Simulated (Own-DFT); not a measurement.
# Response to strain: wurtzite GaN, 96 atoms (Ga48N48)

Calculated results; nothing here was measured. They come from Own-DFT, an in-house plane-wave density functional program, since retired, whose code no person has reviewed. Each row is one single-point run on a periodic cell that was not relaxed, without spin or spin-orbit coupling.

Settings of every run: PBE; PseudoDojo norm-conserving scalar-relativistic files (stringent for Ga); cutoff 96 hartree; 3 x 4 x 3 k mesh centred on Gamma; Gaussian smearing of 0.01 eV.

Known limits: forces on such cells passed a denser k mesh, each cell not checked; stress not checked against mesh or cutoff.

Unstrained cell vectors in Å: (12.756, 0.000, 0.000); (-4.784, 8.285, 0.000); (0.000, 0.000, 10.370). The unstrained cell has measured lattice constants (interpolated for alloys), not those of this functional. That, the random moves and any unrelaxed bonds set the pressure at no strain. Each run strains this cell uniformly, with the atoms carried along. Every atom was also moved at random, by a Gaussian of width 0.05 Å on each axis. Strain is the symmetric tensor, in per cent. Stress is positive in tension, and the pressure is minus a third of its trace.

```
run  e_xx (%)  e_yy (%)  e_zz (%)  s_xx (GPa)  s_yy (GPa)  s_zz (GPa)  P (GPa)  E (meV/atom)
  1      0.00      0.00      1.75       -5.45       -5.67       -0.44     3.86          20.6
  2      0.00      0.00      1.50       -4.40       -7.83       -0.78     4.34          16.7
  3      0.00      0.00      2.75       -4.86       -4.64        2.81     2.23          20.9
  4      0.00      0.00      0.75       -7.53       -4.85       -4.44     5.61          19.1
  5      0.00      0.00      2.75       -4.34       -6.80        4.32     2.27          14.5
  6      0.00      0.00     -0.50       -7.34       -7.14      -10.59     8.36          32.6
  7      0.00      0.00     -0.50       -8.01       -6.28       -8.73     7.67           9.0
  8      0.00      0.00      1.75       -6.28       -5.19        0.14     3.78          12.1
  9      0.00      0.00     -1.25       -8.42       -8.25      -13.01     9.89          32.4
 10      0.00      0.00      1.50       -7.31       -5.00       -0.21     4.18          10.3
 11      0.00      0.00      0.75       -6.74       -4.91       -3.70     5.11           0.0
 12      0.00      0.00     -1.25       -6.98       -8.38      -13.61     9.66          27.4
 13      0.00      0.00     -0.25           ?           ?           ?        ?             ?
```

E is the free energy for each atom above the lowest run shown.

## Worked fit

The change of volume is close to e_xx + e_yy + e_zz. A straight line through the runs shown gives P = 7.15 - 188 x (fractional change of volume) GPa, with an error of 7 on the slope and a scatter of 0.32 GPa. The strain isn't the same on all axes and the cell isn't cubic, so the slope belongs to this path and is not the bulk modulus.

## Withheld run

Question: what pressure should run 13 give? Its volume changes by -0.25 %.

The line gives 7.6 GPa. The calculation gave 7.30 GPa.
